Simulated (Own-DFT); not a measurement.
# Stretching a layer in its plane: diamond-structure GeSn with randomly placed atoms, 64 atoms (Ge56Sn8)

Everything here is calculated. The program is Own-DFT (plane waves, in-house, since retired, never reviewed by a person); positions were held fixed, and spin and spin-orbit coupling were off.

Common settings: PBE; PseudoDojo norm-conserving scalar-relativistic files; cutoff 49 hartree; 3 x 3 x 3 k mesh centred on Gamma; Fermi-Dirac smearing of 0.1 eV.

Limits: forces on such cells moved up to 12 meV/angstrom on a denser k mesh; stress not checked against mesh or cutoff.

Unstrained cell vectors in Å: (11.524, 0.000, 0.000); (0.000, 11.524, 0.000); (0.000, 0.000, 11.524). The unstrained cell has measured lattice constants (interpolated for alloys), not those of this functional. That, the random moves and any unrelaxed bonds set the pressure at no strain. Each run strains x and y alike by e, as a substrate would, and holds the height along z. Random moves of width 0.05 Å per axis were added to every atom. The random placing of the alloy's atoms differs from row to row. Stress is positive in tension.

```
e (%),u (Å),(s_xx + s_yy)/2 (GPa),s_zz (GPa)
-3.00,0.052,-11.21,-9.37
-2.25,0.050,-9.51,-8.05
-1.75,0.047,?,?
-1.50,0.053,-8.29,-7.38
0.75,0.048,-3.80,-4.12
1.00,0.050,-3.47,-3.97
1.25,0.048,-3.26,-3.98
2.00,0.051,-2.22,-3.33
2.25,0.054,-1.81,-3.02
3.00,0.052,-0.78,-2.18
```

## Fit

With e as a fraction, the in-plane stress is -5.2 + 174 e - 874 e² GPa (errors 3 and 166, scatter 0.15), and s_zz is -5.2 + 118 e - 673 e² GPa (slope ± 3, scatter 0.20). At e = 0 the first slope is C11 + C12 and the second 2 C12, both with the ions held to the strained lattice and at the cell's own pressure. The term in e² is negative: the layer stiffens under compression and softens under tension. A free layer would change its height as e changes, and the in-plane slope would drop by 2 C12²/C11 to the biaxial modulus. At fixed height, a misfit of 1 % moves the in-plane stress by about 1.7 GPa and s_zz by 1.2 GPa.

## Check

The question: what are the two stresses at e = -1.75 %?

Estimate: -8.6 and -7.5 GPa. The calculation gave -8.28 and -7.43 GPa.
